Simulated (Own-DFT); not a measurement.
# Cleaving wurtzite AlN, m plane (10-10)

No measurement is shown. These are fixed-geometry runs of a retired plane-wave code named Own-DFT, which no person has reviewed; spin and spin-orbit coupling are neglected.

Known weak points (not all hold for every row): some atoms lie very close together; k mesh not checked against a denser one.

Both sets of runs: PBE; PseudoDojo norm-conserving scalar-relativistic files; cutoff 42 hartree; Gaussian smearing of 0.01 eV. The slab has 128 atoms in 16 layers, two equal faces of 62.02 Å² as cut, 15 Å of vacuum, a dipole correction along the normal and a 6 x 3 x 1 mesh. The bulk cell has 128 atoms, the same measured lattice constants and a 3 x 3 x 3 mesh. In the slab only the 32 atoms nearest the faces were moved at random; u is their rms move along one axis. Energies are counted from -174.06 eV for each atom.

| slab run | u (Å) | E (eV, cell) |
|---|---|---|
| 1 | 0.0463 | 20.660 |
| 2 | 0.0469 | 19.825 |
| 3 | 0.0494 | 20.618 |
| 4 | 0.0494 | 21.261 |
| 5 | 0.0534 | 21.879 |
| 6 | 0.0949 | 28.575 |
| 7 | 0.0978 | 27.730 |
| 8 | 0.1004 | 29.256 |
| 9 | 0.1014 | 26.921 |
| 10 | 0.1029 | 27.193 |
| 11 | 0.1031 | 28.063 |
| 12 | 0.1103 | 29.097 |

```
bulk run   u (Å)  E (meV/atom)
       1  0.0191         -2.72
       2  0.0196         -3.33
       3  0.0198         -1.89
       4  0.0941        291.28
       5  0.0945        264.90
       6  0.0973        285.35
       7  0.0980        307.44
       8  0.0987        321.41
       9  0.1028        381.53
      10  0.1043        368.90
```

Question: what is the energy of the unrelaxed surface?

## Answer

Take each set to u = 0 with E = a + b u². Residuals are scaled by 1/(u² + 0.0006 Å²) to tame the large moves. Slab: a = 18.52 ± 0.31 eV. Bulk: a = -15.7 ± 1.1 meV/atom. The excess is 18.52 - 128 x (-0.0157) = 20.53 ± 0.34 eV. Over two faces that is 165 meV/Å², or 2.65 ± 0.04 J/m². Relaxing the faces would lower the energy, and the unlike meshes and the reach from the smallest u down to zero add errors that aren't counted here.
